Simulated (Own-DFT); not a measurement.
# Which defects push the lattice out? L1_0 TiAl

Everything here is calculated. The program is Own-DFT (plane waves, in-house, since retired, never reviewed by a person); positions were held fixed, and spin and spin-orbit coupling were off.

Common settings: PBEsol; PseudoDojo norm-conserving scalar-relativistic files, made for PBE; cutoff 42 hartree; 4 x 4 x 4 k mesh centred on Gamma; cold (Marzari-Vanderbilt) smearing of 0.2 eV.

Known weak points: forces on such cells failed a check on a denser k mesh; stress not checked against mesh or cutoff.

All runs share one cell, with vectors in Å (5.622, 5.622, 0.000); (-5.622, 5.622, 0.000); (0.000, 0.000, 8.133) and a volume of 514.0 Å³. u is the rms random offset of the atoms per axis. The defect's site can differ from row to row.

```
            cell   formula   u (Å)  P (GPa)
       no defect  Al16Ti16  0.0200    -1.65
       no defect  Al16Ti16  0.0204    -1.65
       no defect  Al16Ti16  0.0519    -0.95
two Al vacancies  Al14Ti16  0.0317        ?
two Al vacancies  Al14Ti16  0.0326    -3.11
two Al vacancies  Al14Ti16  0.0461    -3.11
two Al vacancies  Al14Ti16  0.0590    -2.68
  one Ti vacancy  Al16Ti15  0.0292    -2.16
  one Ti vacancy  Al16Ti15  0.0317    -2.10
  one Ti vacancy  Al16Ti15  0.0321    -2.12
```

## Fit

P = P0 + c u² + a shift for each defect gives P0 = -1.71 GPa, c = 250 ± 39 GPa/Å² and a scatter of 0.10 GPa. The shifts, and each times the cell's volume:

- one Ti vacancy: -0.66 ± 0.08 GPa, -2.1 eV
- two Al vacancies: -1.81 ± 0.09 GPa, -5.8 eV (-2.9 eV for each of its 2 sites)

A positive shift means that the defect pushes the cell outwards. Shift times volume (160.2 GPa Å³ is 1 eV) depends little on the cell's size, so, taken for each site, it can be compared between cells at like pressure. The atoms around the defects weren't relaxed, which would change these numbers.

## Withheld run

Asked: what pressure belongs in the blank (two Al vacancies, u = 0.0317 Å)?

From the fit: -3.27 ± 0.12 GPa. DFT gave -3.30 GPa.
